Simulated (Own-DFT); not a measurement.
Simulation results for SiC (4H silicon carbide, strained, atoms displaced), GaP (zincblende, atoms displaced), GaAs (zincblende with one plane slipped along a stacking-fault path, atoms displaced)

A calculation, not a measurement: plane-wave PBE density functional theory by an unreviewed code, no spin, of a simulated periodic cell, stress positive in tension, free energy of the whole cell less one offset for each atom, forces on such cells passed a denser k mesh, this cell's mesh not checked; offsets are fitted by least squares, one for each functional and potential file, so energies compare only between cells with the same atoms and settings and are not formation energies; the far tail of each file's local potential was reset to the Coulomb form; each entry is a single point on an unrelaxed cell, so the pressure reflects the starting lattice, mostly measured values (interpolated for alloys), from which strain is counted, and rises with the displacements; printed positions are rounded, which can move forces by about a meV/angstrom; the program, named Own-DFT, is a retired in-house code; no spin-orbit coupling. Program: Own-DFT development build.

Settings shared by all entries: functional PBE; potential files PseudoDojo norm-conserving, scalar-relativistic, standard set; wave cutoff 42 hartree; occupations Fermi-Dirac; smearing width 0.1 eV.

(1) 
```cif
# cell vector a (Å): 9.2766 -0.0561 -0.1386
# cell vector b (Å): -4.6868 8.0318 0.0494
# cell vector c (Å): -0.1509 -0.0249 10.2178
data_SiC
_symmetry_space_group_name_H-M 'P 1'
_symmetry_Int_Tables_number 1
_cell_length_a 9.2778
_cell_length_b 9.2994
_cell_length_c 10.2189
_cell_angle_alpha 89.390
_cell_angle_beta 91.701
_cell_angle_gamma 120.612
_cell_volume 758.45
loop_
_atom_site_label
_atom_site_type_symbol
_atom_site_fract_x
_atom_site_fract_y
_atom_site_fract_z
_atom_site_occupancy
Si1 Si 0.99731 0.00185 0.40851 1
Si2 Si 0.11027 0.23305 0.15607 1
C1 C 0.99525 0.99539 0.09533 1
C2 C 0.11025 0.22876 0.34687 1
Si3 Si 0.00089 0.33212 0.41318 1
Si4 Si 0.12288 0.56367 0.14821 1
C3 C 0.00242 0.33955 0.08935 1
C4 C 0.11932 0.55328 0.33852 1
Si5 Si 0.99963 0.67663 0.40178 1
Si6 Si 0.11952 0.89188 0.15148 1
C5 C 0.98963 0.66298 0.09010 1
C6 C 0.10458 0.89799 0.33867 1
Si7 Si 0.33453 0.99299 0.40342 1
Si8 Si 0.44731 0.21457 0.15556 1
C7 C 0.33903 0.00231 0.08464 1
C8 C 0.43109 0.21407 0.34031 1
Si9 Si 0.33983 0.33796 0.41127 1
Si10 Si 0.44966 0.56709 0.15896 1
C9 C 0.33326 0.32934 0.09182 1
C10 C 0.44507 0.56216 0.35045 1
Si11 Si 0.33509 0.66374 0.40297 1
Si12 Si 0.44309 0.87428 0.15271 1
C11 C 0.33391 0.65727 0.09193 1
C12 C 0.44702 0.88651 0.35002 1
Si13 Si 0.66125 0.00376 0.39738 1
Si14 Si 0.78342 0.22282 0.15758 1
C13 C 0.66276 0.00537 0.08757 1
C14 C 0.77440 0.21282 0.35614 1
Si15 Si 0.66535 0.34095 0.39935 1
Si16 Si 0.77580 0.55193 0.15687 1
C15 C 0.67979 0.33746 0.09550 1
C16 C 0.77871 0.55374 0.34845 1
Si17 Si 0.65624 0.67124 0.40464 1
Si18 Si 0.77754 0.88890 0.15692 1
C17 C 0.66484 0.66565 0.09482 1
C18 C 0.76939 0.89204 0.34385 1
Si19 Si 0.00238 0.00604 0.90687 1
Si20 Si 0.89979 0.79033 0.65980 1
C19 C 0.00132 0.00293 0.59976 1
C20 C 0.88080 0.77535 0.83785 1
Si21 Si 0.00840 0.67195 0.90370 1
Si22 Si 0.89026 0.44528 0.65412 1
C21 C 0.00082 0.66388 0.59581 1
C22 C 0.88466 0.44693 0.83961 1
Si23 Si 0.98626 0.33076 0.90395 1
Si24 Si 0.88468 0.10739 0.65575 1
C23 C 0.00401 0.33733 0.59476 1
C24 C 0.89415 0.10782 0.84832 1
Si25 Si 0.66936 0.00159 0.90941 1
Si26 Si 0.55707 0.78362 0.65557 1
C25 C 0.67573 0.00750 0.58845 1
C26 C 0.55615 0.77576 0.83769 1
Si27 Si 0.66016 0.66099 0.91983 1
Si28 Si 0.55675 0.44469 0.65953 1
C27 C 0.65495 0.66694 0.59918 1
C28 C 0.55261 0.44928 0.84742 1
Si29 Si 0.66428 0.32447 0.90933 1
Si30 Si 0.55323 0.11443 0.66420 1
C29 C 0.66227 0.33212 0.59566 1
C30 C 0.56140 0.11836 0.84809 1
Si31 Si 0.33211 0.00062 0.90986 1
Si32 Si 0.22173 0.77988 0.65377 1
C31 C 0.33627 0.00862 0.59190 1
C32 C 0.21299 0.76600 0.84433 1
Si33 Si 0.33104 0.67251 0.90794 1
Si34 Si 0.21931 0.43816 0.66297 1
C33 C 0.32625 0.66443 0.59691 1
C34 C 0.21991 0.43892 0.85989 1
Si35 Si 0.33116 0.33200 0.90739 1
Si36 Si 0.22200 0.11053 0.65503 1
C35 C 0.33911 0.33666 0.58920 1
C36 C 0.23021 0.11409 0.84320 1
_calc_hardware 'one NVIDIA H100'
_calc_k_mesh '4 x 4 x 3 centred on Gamma'
_calc_free_energy_of_cell_above_offsets '-6.529'  # eV
_calc_pressure 1.16  # GPa
_calc_stress_xx -2.49  # GPa
_calc_stress_yy -3.84  # GPa
_calc_stress_zz 2.86  # GPa
_calc_stress_yz -0.74  # GPa
_calc_stress_xz -4.81  # GPa
_calc_stress_xy -2.64  # GPa
_calc_wall_time 351.9  # s
```

Force:
```tsv
element	x (eV/Å)	y (eV/Å)	z (eV/Å)
Si	-0.517	0.924	-0.27
Si	1.508	-1.534	0.222
C	0.499	1.341	-0.372
C	0.561	-0.492	-0.089
Si	-0.07	0.595	-0.974
Si	-2.63	-1.739	1.609
C	-0.562	-0.375	0.337
C	-2.13	0.541	-0.068
Si	1.709	-0.973	0.837
Si	-1.906	-0.267	0.119
C	2.328	1.276	0.126
C	1.89	-1.046	0.418
Si	-1.465	1.008	0.686
Si	-0.958	1.806	-0.086
C	0.265	-1.7	2.431
C	1.658	0.951	0.138
Si	-1.205	-0.825	-1.5
Si	1.298	-3.471	0.332
C	0.245	0.691	1.109
C	-0.033	-1.638	-2.248
Si	-1.205	0.341	2.381
Si	-0.773	2.5	0.584
C	-0.603	2.139	-0.653
C	-1.762	-0.843	-2.379
Si	1.835	-1.257	3.012
Si	-0.008	0.442	0.913
C	1.219	-1.296	1.76
C	-0.772	3.751	-2.839
Si	0.407	-2.836	2.094
Si	0.017	0.659	0.582
C	-1.542	-1.32	0.057
C	-1.585	1.558	-1.581
Si	2.762	0.464	2.22
Si	-0.057	0.54	-0.179
C	0.084	0.324	1.718
C	0.994	-0.189	-0.409
Si	1.307	-1.852	0.393
Si	-1.505	-3.025	-0.667
C	-0.111	0.432	-1.615
C	1.166	0.72	2.476
Si	-3.589	-1.412	0.263
Si	-0.574	-0.442	0.175
C	-1.062	1.454	-1.205
C	0.283	-0.402	0.536
Si	1.906	0.451	0.159
Si	0.844	1.307	0.76
C	-0.506	-0.979	0.689
C	-2.399	1.033	-1.201
Si	0.276	-0.81	-1.726
Si	-0.485	-0.342	-0.336
C	-2.372	-1.219	0.515
C	-0.988	0.708	2.525
Si	0.454	1.107	-3.932
Si	0.023	0.897	0.246
C	2.259	0.508	-1.559
C	0.873	-1.572	0.292
Si	-0.771	3.545	-0.082
Si	1.338	0.153	-1.645
C	0.341	0.636	-0.713
C	-0.353	-2.758	-0.484
Si	0.706	-0.367	-2.237
Si	0.543	-0.236	0.166
C	0.06	-1.67	0.21
C	1.216	3.03	-0.512
Si	2.164	-1.618	-1.322
Si	0.687	1.36	0.145
C	0.794	0.367	-0.559
C	-1.426	0.822	-2.335
Si	0.813	0.298	0.625
Si	0.572	1.184	0.182
C	-0.926	-0.742	1.857
C	-1.057	-0.616	-0.123
```

(2) 
```cif
# cell vector a (Å): 10.9010 0.0000 0.0000
# cell vector b (Å): 0.0000 10.9010 0.0000
# cell vector c (Å): 0.0000 0.0000 10.9010
data_GaP
_symmetry_space_group_name_H-M 'P 1'
_symmetry_Int_Tables_number 1
_cell_length_a 10.9010
_cell_length_b 10.9010
_cell_length_c 10.9010
_cell_angle_alpha 90.000
_cell_angle_beta 90.000
_cell_angle_gamma 90.000
_cell_volume 1295.39
loop_
_atom_site_label
_atom_site_type_symbol
_atom_site_fract_x
_atom_site_fract_y
_atom_site_fract_z
_atom_site_occupancy
Ga1 Ga 0.00697 0.00797 0.98943 1
Ga2 Ga 0.98603 0.24787 0.24531 1
Ga3 Ga 0.24445 0.99342 0.24295 1
Ga4 Ga 0.24934 0.23435 0.98971 1
P1 P 0.12198 0.11667 0.12381 1
P2 P 0.13011 0.38273 0.37198 1
P3 P 0.37244 0.11431 0.36565 1
P4 P 0.35938 0.37253 0.12381 1
Ga5 Ga 0.99020 0.01043 0.49312 1
Ga6 Ga 0.99080 0.25068 0.73512 1
Ga7 Ga 0.27049 0.00903 0.74900 1
Ga8 Ga 0.25628 0.22806 0.50255 1
P5 P 0.12996 0.12736 0.62703 1
P6 P 0.12983 0.37458 0.88533 1
P7 P 0.37111 0.12634 0.88618 1
P8 P 0.38482 0.37400 0.62377 1
Ga9 Ga 0.99329 0.49416 0.99983 1
Ga10 Ga 0.00513 0.76258 0.26387 1
Ga11 Ga 0.25663 0.50788 0.24184 1
Ga12 Ga 0.24982 0.74947 0.00321 1
P9 P 0.14305 0.62728 0.11152 1
P10 P 0.13110 0.87441 0.37344 1
P11 P 0.38363 0.62924 0.37882 1
P12 P 0.37834 0.88611 0.12489 1
Ga13 Ga 0.99674 0.50529 0.50527 1
Ga14 Ga 0.99176 0.74486 0.74223 1
Ga15 Ga 0.25459 0.50326 0.76431 1
Ga16 Ga 0.24635 0.73985 0.49179 1
P13 P 0.13207 0.60838 0.62329 1
P14 P 0.11138 0.87233 0.88608 1
P15 P 0.36558 0.61972 0.87557 1
P16 P 0.36988 0.86513 0.62549 1
Ga17 Ga 0.52496 0.98415 0.01665 1
Ga18 Ga 0.50638 0.25501 0.22925 1
Ga19 Ga 0.73769 0.98484 0.25358 1
Ga20 Ga 0.75284 0.25000 0.99350 1
P17 P 0.62057 0.14286 0.12535 1
P18 P 0.61138 0.37060 0.37880 1
P19 P 0.88055 0.11551 0.36736 1
P20 P 0.88605 0.38359 0.11784 1
Ga21 Ga 0.50046 0.98996 0.48765 1
Ga22 Ga 0.50050 0.23767 0.75763 1
Ga23 Ga 0.74685 0.98950 0.75146 1
Ga24 Ga 0.74977 0.25263 0.49682 1
P21 P 0.62892 0.11672 0.62358 1
P22 P 0.61275 0.37797 0.87178 1
P23 P 0.86908 0.10805 0.86915 1
P24 P 0.85639 0.36418 0.63180 1
Ga25 Ga 0.49908 0.48813 0.01859 1
Ga26 Ga 0.50115 0.74666 0.24549 1
Ga27 Ga 0.73168 0.50354 0.25621 1
Ga28 Ga 0.73632 0.74682 0.99869 1
P25 P 0.61803 0.61808 0.13412 1
P26 P 0.62705 0.87392 0.38074 1
P27 P 0.87186 0.63116 0.36469 1
P28 P 0.88392 0.87172 0.11002 1
Ga29 Ga 0.52000 0.50816 0.48940 1
Ga30 Ga 0.50773 0.75854 0.75928 1
Ga31 Ga 0.74559 0.49249 0.74294 1
Ga32 Ga 0.73561 0.74846 0.49423 1
P29 P 0.62137 0.63262 0.62189 1
P30 P 0.60490 0.89553 0.86780 1
P31 P 0.88637 0.63812 0.89094 1
P32 P 0.87327 0.88643 0.61519 1
_calc_hardware 'one NVIDIA H100'
_calc_k_mesh '3 x 3 x 3 centred on Gamma'
_calc_free_energy_of_cell_above_offsets '-25.732'  # eV
_calc_pressure 4.66  # GPa
_calc_stress_xx -4.36  # GPa
_calc_stress_yy -4.68  # GPa
_calc_stress_zz -4.94  # GPa
_calc_stress_yz -0.56  # GPa
_calc_stress_xz 1.07  # GPa
_calc_stress_xy 0.42  # GPa
_calc_wall_time 592.1  # s
```

Force:
```tsv
element	x (eV/Å)	y (eV/Å)	z (eV/Å)
Ga	-0.995	-0.12	0.823
Ga	1.946	0.696	0.111
Ga	0.259	0.604	0.355
Ga	-1.8	1.669	2.068
P	-0.093	1.21	0.148
P	-0.594	-1.054	0.238
P	0.79	0.561	-0.31
P	0.868	-1.058	-0.178
Ga	2.502	-0.903	1.326
Ga	1.182	-0.641	1.911
Ga	-1.827	-1.184	0.209
Ga	0.462	2.412	-0.761
P	-1.051	-1.004	0.131
P	-1.23	-0.354	-1.398
P	2.879	-1.898	-0.926
P	-0.272	-0.082	0.038
Ga	2.52	1.673	-0.919
Ga	-0.564	-1.26	-2.482
Ga	-0.534	0.167	1.21
Ga	1.105	1.805	-1.532
P	-2.817	-1.03	2.365
P	-0.2	0.814	1.351
P	-0.196	-0.627	-0.916
P	0.188	-1.869	-0.154
Ga	-0.589	-1.106	-1.002
Ga	1.054	0.735	-0.289
Ga	-0.679	-2.232	-1.935
Ga	-0.001	0.282	1.041
P	-0.588	1.502	0.697
P	2.116	-0.692	-2.278
P	2.937	1.913	1.561
P	0.587	0.408	-0.459
Ga	-2.301	2.909	1.593
Ga	-3.25	1.263	2.524
Ga	1.842	1.25	-1.698
Ga	0.328	0.596	-0.456
P	2.831	-3.076	-1.252
P	1.676	-0.953	-1.33
P	-2.487	1.47	-0.742
P	-3.226	-1.594	1.82
Ga	-1.158	0.932	1.609
Ga	-0.281	0.54	-1.028
Ga	0.342	0.591	-1.086
Ga	-0.463	-1.47	-0.587
P	-0.672	0.185	-0.285
P	1.037	-0.22	0.667
P	0.39	2.009	0.129
P	1.494	1.316	-1.487
Ga	-0.825	0.435	-1.533
Ga	-0.741	1.228	0.705
Ga	2.064	-1.174	0.28
Ga	0.423	0.567	0.158
P	0.048	0.897	-1.642
P	-1.199	-0.866	-1.441
P	-0.275	-0.537	1.212
P	-1.365	0.304	1.338
Ga	-2.441	0.066	1.669
Ga	-2.316	-1.858	-1.013
Ga	-0.458	1.716	1.572
Ga	2.408	-0.122	0.583
P	0.682	-0.355	1.266
P	2.715	-2.211	-0.398
P	-1.763	-1.237	-1.61
P	-0.427	-1.942	0.418
```

(3) 
```cif
# cell vector a (Å): 5.6533 -5.6533 0.0000
# cell vector b (Å): 0.0000 5.6533 -5.6533
# cell vector c (Å): 12.0604 12.0604 9.7991
data_GaAs
_symmetry_space_group_name_H-M 'P 1'
_symmetry_Int_Tables_number 1
_cell_length_a 7.9950
_cell_length_b 7.9950
_cell_length_c 19.6705
_cell_angle_alpha 85.337
_cell_angle_beta 90.000
_cell_angle_gamma 120.000
_cell_volume 1084.07
loop_
_atom_site_label
_atom_site_type_symbol
_atom_site_fract_x
_atom_site_fract_y
_atom_site_fract_z
_atom_site_occupancy
Ga1 Ga 0.00182 0.00547 0.99864 1
As1 As 0.98330 0.96710 0.12485 1
Ga2 Ga 0.14591 0.28668 0.16739 1
As2 As 0.13065 0.25889 0.28804 1
Ga3 Ga 0.28896 0.08134 0.33324 1
As3 As 0.27528 0.04337 0.45801 1
Ga4 Ga 0.07116 0.14179 0.49743 1
As4 As 0.05168 0.09594 0.62595 1
Ga5 Ga 0.21570 0.42303 0.66458 1
As5 As 0.18523 0.38053 0.79246 1
Ga6 Ga 0.35974 0.21412 0.83559 1
As6 As 0.34074 0.17532 0.96115 1
Ga7 Ga 0.99893 0.50260 0.99964 1
As7 As 0.98831 0.46743 0.12466 1
Ga8 Ga 0.14549 0.79349 0.16496 1
As8 As 0.12577 0.75662 0.29376 1
Ga9 Ga 0.28946 0.57342 0.33200 1
As9 As 0.27918 0.54705 0.45645 1
Ga10 Ga 0.06958 0.64026 0.49878 1
As10 As 0.04749 0.59623 0.62605 1
Ga11 Ga 0.20924 0.91314 0.66508 1
As11 As 0.19354 0.88758 0.78852 1
Ga12 Ga 0.36262 0.71771 0.83393 1
As12 As 0.34661 0.68522 0.95637 1
Ga13 Ga 0.50491 0.00512 0.99940 1
As13 As 0.48241 0.96895 0.12613 1
Ga14 Ga 0.64165 0.29150 0.16589 1
As14 As 0.62624 0.25479 0.29154 1
Ga15 Ga 0.78750 0.07681 0.33273 1
As15 As 0.77468 0.04847 0.45697 1
Ga16 Ga 0.56559 0.13518 0.49703 1
As16 As 0.54624 0.10317 0.62401 1
Ga17 Ga 0.71369 0.42645 0.66878 1
As17 As 0.69448 0.39346 0.79280 1
Ga18 Ga 0.85167 0.20288 0.83315 1
As18 As 0.84450 0.17535 0.96156 1
Ga19 Ga 0.50501 0.49413 0.99971 1
As19 As 0.48453 0.46728 0.12443 1
Ga20 Ga 0.63926 0.78377 0.16897 1
As20 As 0.61584 0.75160 0.29274 1
Ga21 Ga 0.79766 0.58099 0.33210 1
As21 As 0.77145 0.55157 0.45801 1
Ga22 Ga 0.56430 0.63965 0.50039 1
As22 As 0.54866 0.59712 0.62811 1
Ga23 Ga 0.71837 0.92277 0.66827 1
As23 As 0.69326 0.88460 0.79113 1
Ga24 Ga 0.85630 0.71125 0.83641 1
As24 As 0.83921 0.67209 0.95999 1
_calc_k_mesh '4 x 4 x 2 centred on Gamma'
_calc_free_energy_of_cell_above_offsets '-16.665'  # eV
_calc_pressure 4.4  # GPa
_calc_stress_xx -5.75  # GPa
_calc_stress_yy -5.16  # GPa
_calc_stress_zz -2.3  # GPa
_calc_stress_yz -0.32  # GPa
_calc_stress_xz 0.14  # GPa
_calc_stress_xy 0.88  # GPa
```

Force:
```tsv
element	x (eV/Å)	y (eV/Å)	z (eV/Å)
Ga	0.376	-0.3	0.888
As	-0.314	0.177	0.087
Ga	-0.401	-0.378	-0.456
As	0.131	0.476	0.781
Ga	-0.016	-0.065	0.028
As	-2.269	-0.853	1.203
Ga	1.791	1.389	-0.819
As	-0.197	-0.243	-0.496
Ga	-0.032	0.512	0.692
As	0.536	-0.155	-0.632
Ga	-0.596	-0.099	0.123
As	-0.411	-0.223	-0.268
Ga	0.668	-0.597	0.136
As	-0.144	0.284	0.07
Ga	0.172	0.149	0.492
As	0.1	-0.81	-0.566
Ga	-0.409	0.62	0.042
As	-2.295	-0.507	1.338
Ga	1.385	1.06	-0.839
As	-0.211	-0.512	-0.151
Ga	0.197	0.215	-0.333
As	0.595	0.473	0.187
Ga	-0.928	-0.157	0.265
As	0.179	0.167	0.735
Ga	0.308	-0.033	0.562
As	0.001	-0.419	-0.071
Ga	0.452	-0.259	0.071
As	0.076	-0.064	-0.247
Ga	-0.055	-0.147	-0.2
As	-1.352	-1.315	1.21
Ga	2.362	1.415	-1.107
As	0.505	-0.446	0.12
Ga	-0.314	-0.185	0.334
As	0.244	-0.257	0.354
Ga	0.08	0.54	-0.026
As	-0.796	0.191	-0.873
Ga	-0.245	0.705	-0.35
As	-0.171	0.153	-0.065
Ga	0.02	-0.049	-0.448
As	0.831	-0.804	-0.297
Ga	-0.634	0.711	0.336
As	-1.271	-1.522	1.122
Ga	2.379	1.116	-0.888
As	0.007	-0.275	-0.794
Ga	-0.699	0.267	-0.386
As	0.316	0.014	0.077
Ga	-0.002	-0.322	-0.295
As	0.052	0.36	-0.643
```
